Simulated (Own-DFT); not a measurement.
# A change of arrangement and its cost: Ge32Si32, 64 atoms

Calculated results; nothing here was measured. The program, named Own-DFT, is a retired in-house plane-wave density functional code that no person has reviewed. Each row is one single-point run on a periodic cell that was not relaxed, without spin or spin-orbit coupling.

Settings of every run: PBE; PseudoDojo norm-conserving scalar-relativistic files; cutoff 42 hartree; 3 x 3 x 3 k mesh centred on Gamma; Fermi-Dirac smearing of 0.1 eV.

Known limits, some of them of some rows only: not probed for a lower state with spin; forces on such cells passed a denser k mesh, each cell not checked; stress not checked against mesh or cutoff.

All cells hold the same atoms in the same cell, with vectors in Å (11.089, 0.000, 0.000); (0.000, 11.089, 0.000); (0.000, 0.000, 11.089). Every atom was moved at random from its ideal site; u is the rms move along one axis. The random placing of the alloy's atoms differs from row to row. E is the free energy of the cell above the lowest run. The arrangements:

- A: diamond-structure SiGe in clusters
- B: diamond-structure SiGe in ordered layers
- C: diamond-structure SiGe with randomly placed atoms

```
arrangement   u (Å)  E (eV)  P (GPa)
          A  0.0275   0.410     2.92
          A  0.0298   0.690     2.97
          A  0.0300   0.795     2.99
          A  0.0588   4.417     3.72
          A  0.0633   4.714     3.81
          A  0.0666   5.211     3.79
          B  0.0277   0.324     2.88
          B  0.0281   0.261     2.85
          B  0.0290   0.630     2.95
          B  0.0624   4.997     3.81
          B  0.0624   4.956     3.80
          B  0.0638   4.909     3.68
          C  0.0271   0.000     2.68
          C  0.0291   0.267     2.80
          C  0.0296   0.518     2.80
          C  0.0565   2.562     3.20
          C  0.0580   3.434     3.36
          C  0.0611   4.121     3.61
```

Question: once the cost of the random moves is taken out, how do the arrangements rank?

## Worked answer

Fit E = a + b u², with one b for all and one a for each arrangement, and with residuals divided by u², since the noise grows with the moves. Then b = 1344 eV/Å², the scatter at u = 0.04 Å is 0.23 eV, and against A:

- B: -0.15 ± 0.09 eV (not told apart from A)
- C: -0.36 ± 0.10 eV (lower)

These are energies of unrelaxed cells. Relaxing the atoms lowers the strained arrangements most, so the gaps would shrink and small ones could change sign.
